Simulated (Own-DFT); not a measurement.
GaP (zincblende, strained, atoms displaced) (calculated)

A calculation, not a measurement: plane-wave PBE density functional theory by an unreviewed code, no spin, of a simulated periodic cell, stress positive in tension, free energy of the whole cell less one offset for each atom, forces on such cells passed a denser k mesh, this cell's mesh not checked; offsets are fitted by least squares, one for each functional and potential file, so energies compare only between cells with the same atoms and settings and are not formation energies; the far tail of each file's local potential was reset to the Coulomb form; each entry is a single point on an unrelaxed cell, so the pressure reflects the starting lattice, mostly measured values (interpolated for alloys), from which strain is counted, and rises with the displacements; printed positions are rounded, which can move forces by about a meV/angstrom; the program, named Own-DFT, is a retired in-house code; no spin-orbit coupling. Program: Own-DFT development build.

Common to all runs: functional PBE; potential files PseudoDojo norm-conserving, scalar-relativistic, standard set; wave cutoff 42 hartree; occupations Fermi-Dirac; smearing width 0.1 eV; hardware one NVIDIA H100; k mesh 3 x 3 x 3 centred on Gamma.

(1) GaP (zincblende, strained, atoms displaced)

```cif
# cell vector a (Å): 10.8620 0.0000 0.0000
# cell vector b (Å): 0.0000 10.8620 0.0000
# cell vector c (Å): 0.0000 0.0000 10.9361
data_GaP
_symmetry_space_group_name_H-M 'P 1'
_symmetry_Int_Tables_number 1
_cell_length_a 10.8620
_cell_length_b 10.8620
_cell_length_c 10.9361
_cell_angle_alpha 90.000
_cell_angle_beta 90.000
_cell_angle_gamma 90.000
_cell_volume 1290.27
loop_
_atom_site_label
_atom_site_type_symbol
_atom_site_fract_x
_atom_site_fract_y
_atom_site_fract_z
_atom_site_occupancy
Ga1 Ga 0.99747 0.99962 0.99858 1
Ga2 Ga 0.98347 0.24876 0.25273 1
Ga3 Ga 0.25676 0.00169 0.25060 1
Ga4 Ga 0.25580 0.25304 0.99925 1
P1 P 0.14276 0.12425 0.12913 1
P2 P 0.13394 0.35969 0.38236 1
P3 P 0.35751 0.12704 0.39087 1
P4 P 0.36883 0.38182 0.11561 1
Ga5 Ga 0.00153 0.99263 0.50536 1
Ga6 Ga 0.99728 0.23701 0.74795 1
Ga7 Ga 0.26485 0.01212 0.75889 1
Ga8 Ga 0.25089 0.26439 0.49722 1
P5 P 0.12749 0.13184 0.61471 1
P6 P 0.13052 0.38095 0.87523 1
P7 P 0.36800 0.12312 0.86695 1
P8 P 0.37022 0.37124 0.62207 1
Ga9 Ga 0.00568 0.50064 0.00325 1
Ga10 Ga 0.99124 0.75383 0.25249 1
Ga11 Ga 0.25519 0.49588 0.24168 1
Ga12 Ga 0.25691 0.74514 0.99705 1
P9 P 0.12626 0.61986 0.13911 1
P10 P 0.13069 0.87394 0.38881 1
P11 P 0.36902 0.62744 0.37313 1
P12 P 0.36651 0.88689 0.12037 1
Ga13 Ga 0.99711 0.49878 0.49190 1
Ga14 Ga 0.01107 0.75691 0.72662 1
Ga15 Ga 0.25092 0.50084 0.74986 1
Ga16 Ga 0.25951 0.74305 0.50243 1
P13 P 0.12874 0.61381 0.62418 1
P14 P 0.12644 0.87277 0.88328 1
P15 P 0.36680 0.63045 0.86788 1
P16 P 0.37342 0.88755 0.63782 1
Ga17 Ga 0.50177 0.00369 0.99532 1
Ga18 Ga 0.49851 0.23300 0.24993 1
Ga19 Ga 0.73661 0.00625 0.24346 1
Ga20 Ga 0.75703 0.24920 0.99054 1
P17 P 0.61274 0.12317 0.12707 1
P18 P 0.61966 0.38205 0.36927 1
P19 P 0.87128 0.13825 0.37742 1
P20 P 0.87422 0.37341 0.12906 1
Ga21 Ga 0.49901 0.00949 0.49905 1
Ga22 Ga 0.49880 0.24824 0.74978 1
Ga23 Ga 0.74313 0.99306 0.76383 1
Ga24 Ga 0.74518 0.25445 0.50693 1
P21 P 0.62166 0.10945 0.61882 1
P22 P 0.63909 0.38846 0.87834 1
P23 P 0.86354 0.13463 0.87254 1
P24 P 0.86899 0.39159 0.62595 1
Ga25 Ga 0.48882 0.49919 0.00027 1
Ga26 Ga 0.49031 0.75339 0.23724 1
Ga27 Ga 0.75810 0.51375 0.25184 1
Ga28 Ga 0.74779 0.75773 0.00341 1
P25 P 0.62136 0.62803 0.11628 1
P26 P 0.62321 0.87038 0.37503 1
P27 P 0.87936 0.61758 0.36838 1
P28 P 0.87958 0.86494 0.13507 1
Ga29 Ga 0.49723 0.49646 0.50202 1
Ga30 Ga 0.48984 0.74581 0.75522 1
Ga31 Ga 0.74390 0.49191 0.76308 1
Ga32 Ga 0.74985 0.75502 0.49023 1
P29 P 0.62526 0.62584 0.60966 1
P30 P 0.60293 0.88824 0.87111 1
P31 P 0.86251 0.62502 0.86729 1
P32 P 0.87933 0.88103 0.62688 1
```

- free energy of cell above offsets: -27.111 eV
- pressure: 4.91 GPa
- stress xx: -4.93 GPa
- stress yy: -4.99 GPa
- stress zz: -4.81 GPa
- stress yz: -0.44 GPa
- stress xz: 0.19 GPa
- stress xy: 0.11 GPa
- wall time: 591 s

Force:
| element | x (eV/Å) | y (eV/Å) | z (eV/Å) |
| --- | --- | --- | --- |
| Ga | 0.357 | 0.241 | 0.684 |
| Ga | 2.557 | 0.044 | -0.435 |
| Ga | -0.972 | -0.312 | 1.359 |
| Ga | -0.812 | -0.297 | -0.62 |
| P | -2.442 | 0.658 | -0.568 |
| P | -2.891 | 2.948 | -3.163 |
| P | 1.934 | -0.562 | -1.653 |
| P | 1.258 | -1.684 | 1.053 |
| Ga | 0.138 | 1.681 | -0.896 |
| Ga | 0.563 | 1.928 | -0.693 |
| Ga | -4.274 | -2.395 | -2.35 |
| Ga | 0.474 | -1.755 | 2.102 |
| P | 0.082 | -0.804 | 1.246 |
| P | -0.863 | -1.186 | -0.053 |
| P | 2.947 | 3.144 | 3.318 |
| P | 1.141 | 0.917 | 1.198 |
| Ga | -0.723 | 0.383 | -0.281 |
| Ga | 2.555 | -0.954 | 1.468 |
| Ga | -0.739 | -0.092 | 1.937 |
| Ga | -1.499 | 0.465 | 1.355 |
| P | -0.431 | 1.199 | -1.369 |
| P | -0.342 | -0.34 | -1.468 |
| P | 1.153 | -0.765 | -0.699 |
| P | 1.103 | -1.069 | -0.486 |
| Ga | 1.098 | -0.716 | 0.522 |
| Ga | -0.052 | -0.78 | 2.046 |
| Ga | -0.057 | -0.667 | -0.216 |
| Ga | -0.666 | 0.921 | 1.079 |
| P | -0.26 | 0.759 | -0.99 |
| P | -0.073 | 0.264 | -1.445 |
| P | 0.725 | -1.444 | 0.784 |
| P | 0.527 | -1.467 | -1.592 |
| Ga | -1.81 | 0.928 | 0.922 |
| Ga | -1.373 | 2.154 | 1.384 |
| Ga | 1.422 | -0.834 | 1.322 |
| Ga | -1.591 | 1.451 | 2.426 |
| P | 1.407 | 0.303 | -2.023 |
| P | 0.317 | -0.837 | -0.127 |
| P | -0.817 | -2.317 | 0.666 |
| P | -0.256 | 0.645 | -0.888 |
| Ga | -1.031 | -1.831 | -0.712 |
| Ga | 0.782 | 0.132 | -0.222 |
| Ga | 0.457 | 0.53 | -1.433 |
| Ga | -0.296 | 0.489 | -0.18 |
| P | 1.476 | 2.152 | 1.684 |
| P | -4.114 | -3.237 | 2.047 |
| P | 1.567 | -2.51 | -0.478 |
| P | 0.398 | -1.734 | 0.233 |
| Ga | 1.199 | 0.871 | -0.919 |
| Ga | 0.387 | -0.134 | 0.676 |
| Ga | -2.111 | -1.672 | -1.456 |
| Ga | -0.196 | -0.189 | -1.029 |
| P | -0.129 | -0.135 | 0.684 |
| P | -1.017 | 1.075 | -0.979 |
| P | 0.293 | 1.952 | 1.362 |
| P | -1.741 | 2.673 | -1.74 |
| Ga | -0.296 | 0.378 | -0.723 |
| Ga | 1.23 | 0.684 | -1.853 |
| Ga | 1.612 | 2.923 | -3.609 |
| Ga | 0.837 | -0.571 | 0.747 |
| P | -0.158 | 0.11 | 2.031 |
| P | 1.929 | -2.539 | 0.203 |
| P | 1.778 | 1.23 | 0.795 |
| P | -1.675 | -0.404 | 0.016 |

(2) GaP (zincblende, strained, atoms displaced)

```cif
# cell vector a (Å): 10.8620 0.0000 0.0000
# cell vector b (Å): 0.0000 10.8620 0.0000
# cell vector c (Å): 0.0000 0.0000 10.9361
data_GaP
_symmetry_space_group_name_H-M 'P 1'
_symmetry_Int_Tables_number 1
_cell_length_a 10.8620
_cell_length_b 10.8620
_cell_length_c 10.9361
_cell_angle_alpha 90.000
_cell_angle_beta 90.000
_cell_angle_gamma 90.000
_cell_volume 1290.27
loop_
_atom_site_label
_atom_site_type_symbol
_atom_site_fract_x
_atom_site_fract_y
_atom_site_fract_z
_atom_site_occupancy
Ga1 Ga 0.99763 0.99447 0.99822 1
Ga2 Ga 0.00225 0.25329 0.25765 1
Ga3 Ga 0.24812 0.98840 0.23259 1
Ga4 Ga 0.24589 0.24327 0.01304 1
P1 P 0.11779 0.13516 0.12880 1
P2 P 0.12001 0.38245 0.38561 1
P3 P 0.37408 0.12326 0.36647 1
P4 P 0.37604 0.37689 0.12272 1
Ga5 Ga 0.00088 0.01387 0.50076 1
Ga6 Ga 0.00252 0.24407 0.75181 1
Ga7 Ga 0.27190 0.01457 0.76470 1
Ga8 Ga 0.25047 0.24100 0.51624 1
P5 P 0.12742 0.11760 0.62451 1
P6 P 0.12419 0.36868 0.87228 1
P7 P 0.36600 0.11580 0.86951 1
P8 P 0.37651 0.38830 0.61604 1
Ga9 Ga 0.98168 0.50641 0.99782 1
Ga10 Ga 0.98823 0.75299 0.24682 1
Ga11 Ga 0.25183 0.50098 0.24354 1
Ga12 Ga 0.24272 0.74363 0.01169 1
P9 P 0.12363 0.61859 0.11797 1
P10 P 0.12177 0.89008 0.37165 1
P11 P 0.37220 0.63015 0.36815 1
P12 P 0.38370 0.87804 0.12624 1
Ga13 Ga 0.00729 0.50456 0.49770 1
Ga14 Ga 0.98602 0.75081 0.75061 1
Ga15 Ga 0.24568 0.48837 0.73921 1
Ga16 Ga 0.24998 0.74605 0.50656 1
P13 P 0.11350 0.62260 0.62189 1
P14 P 0.11807 0.87102 0.88115 1
P15 P 0.36948 0.63440 0.87277 1
P16 P 0.37270 0.87611 0.62130 1
Ga17 Ga 0.49855 0.98981 0.00179 1
Ga18 Ga 0.48619 0.25198 0.24744 1
Ga19 Ga 0.76997 0.98898 0.25960 1
Ga20 Ga 0.75086 0.25633 0.99721 1
P17 P 0.62535 0.12333 0.11596 1
P18 P 0.63701 0.38138 0.38273 1
P19 P 0.86330 0.12912 0.35854 1
P20 P 0.86387 0.37301 0.12744 1
Ga21 Ga 0.50434 0.01299 0.50824 1
Ga22 Ga 0.49200 0.24740 0.74619 1
Ga23 Ga 0.74867 0.00145 0.75229 1
Ga24 Ga 0.75666 0.25294 0.50615 1
P21 P 0.62869 0.11780 0.62299 1
P22 P 0.62959 0.38931 0.87999 1
P23 P 0.86986 0.12941 0.88703 1
P24 P 0.87609 0.37960 0.62156 1
Ga25 Ga 0.48819 0.49513 0.00244 1
Ga26 Ga 0.50280 0.74090 0.26668 1
Ga27 Ga 0.76084 0.50323 0.24795 1
Ga28 Ga 0.75509 0.75379 0.00856 1
P25 P 0.61970 0.62549 0.13961 1
P26 P 0.62078 0.88201 0.36825 1
P27 P 0.86094 0.62138 0.37624 1
P28 P 0.87677 0.87616 0.12609 1
Ga29 Ga 0.48835 0.49450 0.48923 1
Ga30 Ga 0.50384 0.73741 0.76310 1
Ga31 Ga 0.75158 0.51064 0.75201 1
Ga32 Ga 0.77086 0.74287 0.50380 1
P29 P 0.63110 0.61924 0.62012 1
P30 P 0.61801 0.87946 0.88279 1
P31 P 0.86655 0.62643 0.86782 1
P32 P 0.87838 0.87378 0.62765 1
```

- free energy of cell above offsets: -27.230 eV
- pressure: 4.93 GPa
- stress xx: -4.85 GPa
- stress yy: -5.15 GPa
- stress zz: -4.8 GPa
- stress yz: -1.44 GPa
- stress xz: 0.36 GPa
- stress xy: -1.68 GPa
- wall time: 571.6 s

Force:
| element | x (eV/Å) | y (eV/Å) | z (eV/Å) |
| --- | --- | --- | --- |
| Ga | 0.138 | 1.018 | 0.332 |
| Ga | -0.334 | 0.873 | -0.141 |
| Ga | -0.352 | 1.473 | 1.049 |
| Ga | 0.389 | 0.852 | -1.565 |
| P | -0.105 | -1.823 | -0.003 |
| P | 1.739 | -1.399 | -1.316 |
| P | -0.82 | -0.191 | 1.098 |
| P | -1.109 | -0.672 | 0.329 |
| Ga | -0.925 | -0.73 | -0.997 |
| Ga | -0.544 | 0.118 | -0.375 |
| Ga | -5.994 | -6.476 | -5.963 |
| Ga | 0.475 | 0.883 | -1.89 |
| P | 0.063 | 0.203 | 1.772 |
| P | 0.018 | 0.549 | 0.821 |
| P | 5.112 | 5.766 | 6.099 |
| P | -0.432 | -2.386 | 1.055 |
| Ga | 1.017 | -1.103 | -0.097 |
| Ga | 1.424 | -0.801 | 1.103 |
| Ga | -0.741 | -0.284 | 0.592 |
| Ga | 0.996 | 1.428 | -1.031 |
| P | -1.381 | -0.174 | 1.288 |
| P | -0.103 | -1.76 | 0.178 |
| P | -1.331 | -1.049 | 1.293 |
| P | -0.795 | -2.177 | 0.251 |
| Ga | -2.165 | 0.078 | -0.167 |
| Ga | 1.723 | -0.09 | 0.346 |
| Ga | -0.511 | 1.37 | 1.181 |
| Ga | -0.772 | 0.728 | -0.724 |
| P | 1.133 | 1.001 | 1.242 |
| P | 1.043 | 0.087 | -0.795 |
| P | -1.122 | -2.001 | 0.756 |
| P | 0.869 | 0.103 | 1.138 |
| Ga | 0.097 | 1.931 | -0.012 |
| Ga | 2.364 | -0.187 | 0.332 |
| Ga | -2.975 | -0.479 | -1.472 |
| Ga | -1.47 | -0.149 | 0.374 |
| P | -0.077 | 0.154 | 0.942 |
| P | -1.3 | -0.675 | -1.04 |
| P | 1.694 | 1.32 | 2.798 |
| P | 1.791 | 0.135 | -0.12 |
| Ga | -1.291 | -1.693 | -1.942 |
| Ga | 0.978 | 0.69 | 0.258 |
| Ga | 0.084 | -0.384 | 0.703 |
| Ga | -0.681 | -0.363 | -0.508 |
| P | 0.612 | 1.954 | 1.116 |
| P | -0.861 | -1.112 | -0.704 |
| P | 0.755 | -0.775 | -1.57 |
| P | 0.733 | -0.126 | 1.098 |
| Ga | 1.165 | 1.744 | -0.786 |
| Ga | 0.652 | 1.816 | -1.276 |
| Ga | -2.045 | -0.5 | -0.023 |
| Ga | -1.532 | -0.465 | -0.414 |
| P | 0.524 | -0.468 | -1.606 |
| P | 0.945 | -0.271 | 1.67 |
| P | 3.108 | 0.079 | -0.573 |
| P | 0.196 | 0.034 | -0.675 |
| Ga | 2.046 | 1.283 | -0.691 |
| Ga | 0.901 | 1.321 | -1.827 |
| Ga | -0.864 | -1.67 | -1.196 |
| Ga | -2.743 | 1.48 | 0.455 |
| P | -1.144 | 0.735 | -0.053 |
| P | 1.535 | -1.327 | -1.142 |
| P | 0.465 | 1.07 | 1.599 |
| P | -0.268 | 1.481 | -0.576 |
